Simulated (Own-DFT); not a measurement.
# How strain changes the stress of wurtzite AlGaN with randomly placed atoms, 72 atoms (Al9Ga27N36)

All numbers below are calculated, not measured. They come from Own-DFT, an in-house plane-wave density functional program, since retired, whose code no person has reviewed. Each row is one single-point run on a periodic cell that was not relaxed, without spin or spin-orbit coupling.

Settings of every run: PBE; PseudoDojo norm-conserving scalar-relativistic files (stringent for Ga); cutoff 96 hartree; 4 x 4 x 3 k mesh centred on Gamma; Gaussian smearing of 0.01 eV.

Known limits: forces on such cells passed a denser k mesh, each cell not checked; stress not checked against mesh or cutoff.

Unstrained cell vectors in Å: (9.509, 0.000, 0.000); (-4.755, 8.235, 0.000); (0.000, 0.000, 10.269). The unstrained cell has measured lattice constants (interpolated for alloys), not those of this functional. That, the random moves and any unrelaxed bonds set the pressure at no strain. Each run strains this cell uniformly, with the atoms carried along. Every atom was also moved at random, by a Gaussian of width 0.05 Å on each axis. The random placing of the alloy's atoms differs from row to row. Strain is the symmetric tensor, in per cent. Stress is positive in tension, and the pressure is minus a third of its trace.

| run | e_xx (%) | e_yy (%) | e_zz (%) | s_xx (GPa) | s_yy (GPa) | s_zz (GPa) | P (GPa) | E (meV/atom) |
|---|---|---|---|---|---|---|---|---|
| 1 | 0.00 | 0.00 | 2.75 | -5.05 | -5.21 | 3.99 | 2.09 | 10.5 |
| 2 | 0.00 | 0.00 | 2.25 | -5.41 | -4.20 | 1.73 | 2.63 | 0.0 |
| 3 | 0.00 | 0.00 | -1.50 | -7.44 | -7.87 | -15.08 | 10.13 | 20.2 |
| 4 | 0.00 | 0.00 | 3.00 | -4.87 | -5.60 | 5.51 | 1.65 | 9.1 |
| 5 | 0.00 | 0.00 | -2.00 | -9.35 | -10.57 | -14.31 | 11.41 | 32.3 |
| 6 | 0.00 | 0.00 | -0.75 | -7.55 | -6.67 | -10.74 | 8.32 | 7.1 |
| 7 | 0.00 | 0.00 | -1.75 | -8.21 | -7.19 | -18.01 | 11.14 | 32.0 |
| 8 | 0.00 | 0.00 | -0.25 | -7.85 | -6.83 | -7.93 | 7.53 | 12.9 |
| 9 | 0.00 | 0.00 | 0.50 | ? | ? | ? | ? | ? |

E is the free energy for each atom above the lowest run shown.

## Worked fit

The change of volume is close to e_xx + e_yy + e_zz. A straight line through the runs shown gives P = 7.29 - 196 x (fractional change of volume) GPa, with an error of 6 on the slope and a scatter of 0.33 GPa. The strain isn't the same on all axes and the cell isn't cubic, so the slope belongs to this path and is not the bulk modulus.

## Withheld run

Question: what pressure should run 9 give? Its volume changes by 0.50 %.

The line gives 6.3 GPa. The calculation gave 6.39 GPa.
